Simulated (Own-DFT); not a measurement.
## Calculated data, Si₁₂O₂₃ (quartz with two neutral oxygen vacancies, atoms displaced)

A calculation, not a measurement: plane-wave PBE and HSE06 DFT by an unreviewed code, no spin, of a simulated cell at Gamma alone, so results move with cell size and shape, stress positive in tension, energies less offsets, not probed for a lower state with spin; oxygen file: force components 24 meV/angstrom off all-electron in a glass; k mesh not checked against a denser one; forces and stress are PBE's, HSE06 gives the energy alone, and its difference from PBE has offsets of its own; offsets are fitted by least squares, one for each functional and potential file, so energies compare only between cells with the same atoms and settings and are not formation energies; the far tail of each file's local potential was reset to the Coulomb form; each entry is a single point on an unrelaxed cell, so the pressure reflects the starting lattice, mostly measured values (interpolated for alloys), from which strain is counted, and rises with the displacements; printed positions are rounded, which can move forces by about a meV/angstrom; the program, named Own-DFT, is a retired in-house code; no spin-orbit coupling. Program: Own-DFT development build.

```xyz
70
Lattice="9.8268 0.0000 0.0000 -4.9134 8.5103 0.0000 0.0000 0.0000 10.8104" Properties=species:S:1:pos:R:3:force_x:R:1:force_y:R:1:force_z:R:1 formula=Si12O23 first_functional=PBE second_functional=HSE06 exact_exchange_share=0.25 screening=0.11 exchange_divergence=Gygi-Baldereschi potential_files=PseudoDojo_norm-conserving,scalar-relativistic,made_for_PBE,standard_set wave_cutoff=48 occupations=fixed k_mesh=1_x_1_x_1_centred_on_Gamma PBE_energy_of_cell_above_offsets=-16.615 HSE06_less_PBE_above_offsets=0.219 PBE_pressure=8.6 PBE_stress_xx=-9.61 PBE_stress_yy=-7.92 PBE_stress_zz=-8.28 PBE_stress_yz=0.15 PBE_stress_xz=-0.72 PBE_stress_xy=1.88
Si    -2.6574     8.4615     0.0404      3.298      -0.16     -2.981
Si     8.6749     1.9698     3.5671      0.177      0.431      1.202
Si     1.3570     2.2526     1.9036     -0.839      0.496     -5.062
O      1.3658     1.0856     0.6119     -1.337      3.165      3.309
O      2.7788     2.5056     2.5645     -2.089      0.661     -2.519
O      3.2898     0.5485     4.3420      2.369      2.384     -3.653
O     -1.1075     3.0748     4.7722      -0.92     -1.295     -1.435
O      0.3268     1.7175     2.9668     -1.096     -0.388      1.052
O      0.7564     3.6274     1.0803      3.356     -3.384       4.53
Si     2.3016     0.0281     5.3847     -1.928     -2.949       3.92
Si     8.6808     1.9688     9.0279     -0.242      3.855      0.217
Si     1.2566     2.2990     7.2737      5.181     -3.245     -0.335
O      1.3699     1.1171     6.0964     -0.546      0.708     -0.176
O      2.8147     2.5895     7.8092     -1.062     -0.435     -0.125
O      3.1722     0.6171     9.5706     -0.035      0.342       1.22
O      0.2850     1.7622     8.3358     -0.855     -1.425      1.867
O      0.8117     3.6026     6.6505     -2.321      4.069     -3.554
Si    -0.1479     4.2471    10.8055     -3.364      1.328      -3.23
Si    -3.5752     6.2758     3.5871     -3.999      -3.13      1.616
Si    -1.2213     6.5367     1.8588      3.031     -3.395     -1.527
O      0.3554     6.7387     2.4171     -2.399      0.403     -1.331
O      0.8569     4.8258     4.2876      0.214      0.429     -0.934
O     -3.5382     7.3186     4.6927      0.818      4.573      3.562
O     -2.2155     5.9742     3.0078      4.783     -0.552     -2.137
O     -1.5875     7.9006     1.1764     -1.176      1.806     -0.617
Si    -0.1303     4.1212     5.3629      1.264      3.923      3.363
Si     6.2070     6.2102     8.9758      0.837      1.113     -0.891
Si    -1.1344     6.4765     7.1688     -0.548      1.709       2.01
O     -1.0610     5.3306     6.1027      0.845     -2.083     -2.402
O      0.3429     6.7243     7.8711     -1.906      0.673     -1.922
O      0.9185     4.8006     9.6354     -0.642      0.552      0.444
O     -3.4899     7.2493    10.2341     -0.531       0.11      0.041
O     -2.1507     5.9260     8.3527      0.748      0.688     -0.595
O     -1.6396     7.9556     6.6135     -0.283      -1.27     -0.574
Si     7.1518     0.0011    10.8065       -0.9      3.965     -4.276
Si     3.7530     1.9696     3.6473      3.951     -3.387     -0.828
Si     6.3236     2.3244     1.8075     -8.443     -2.909     -3.233
O      6.2615     1.1854     0.6152      -0.06      0.856      0.079
O      7.6267     2.4261     2.4453      7.478      1.191       2.86
O      8.1294     0.6958     4.3263      1.063     -0.528     -1.088
O      3.8461     3.1233     4.6423      0.139      2.701      3.403
O      5.2393     1.7744     2.9052     -1.246     -0.194       0.99
O      5.7042     3.6461     1.1774     -0.365      1.458     -0.212
Si     7.2369     0.0088     5.4279     -1.671     -0.706      1.787
Si     3.8240     2.0628     9.0036     -4.143     -2.841     -0.993
Si     6.1787     2.2482     7.1993      2.727     -0.433      2.812
O      6.2762     1.1535     6.1260      0.674     -3.353     -3.045
O      7.6502     2.4866     7.8477      0.484      0.353      0.181
O      8.1118     0.6178     9.5433     -1.311      -2.48      2.253
O      3.7931     3.1862    10.0749      0.312      2.057      3.254
O      5.1923     1.8058     8.3370      1.158     -1.188      0.835
O      5.6688     3.5376     6.5603     -1.201      3.293     -1.284
Si     4.6727     4.2688     0.1119      4.217     -2.233      -5.58
Si     1.3467     6.2201     3.5003     -1.883      0.353      4.667
Si     3.8208     6.4933     1.8138      -2.53      3.032     -0.868
O      3.8455     5.4418     0.6174      -1.93        1.8      1.041
O      5.2541     6.7628     2.4350     -0.698      0.665     -1.127
O      5.7704     4.8865     4.2916     -1.492     -0.931      0.857
O      1.3930     7.4188     4.6887       0.07      -0.94     -0.507
O      2.7732     5.9943     2.9566      3.116     -0.488     -1.388
O      3.0838     7.9201     1.0621      5.746     -4.581      6.543
Si     4.7152     4.2163     5.4817      2.909      -0.52     -3.575
Si     1.3126     6.2595     8.9946      0.899     -1.438      1.664
Si     3.6927     6.4476     7.1869       2.61      0.806      1.826
O      3.8667     5.3758     6.0453      -1.92      0.306     -0.363
O      5.2091     6.6854     7.7949     -0.285      0.465     -0.205
O      5.7195     4.8675     9.5722     -2.603     -3.345      3.555
O      1.4210     7.3711    10.1606     -2.123     -1.743     -1.198
O      2.7932     6.0103     8.4028     -0.539     -0.639      0.567
O      3.2212     7.8396     6.6300     -1.012      1.867     -1.761
```

Units: screening in 1/bohr; wave_cutoff in hartree; PBE_energy_of_cell_above_offsets, HSE06_less_PBE_above_offsets in eV; PBE_pressure, PBE_stress_xx, PBE_stress_yy, PBE_stress_zz, PBE_stress_yz, PBE_stress_xz, PBE_stress_xy in GPa; force_x, force_y, force_z in eV/Å.
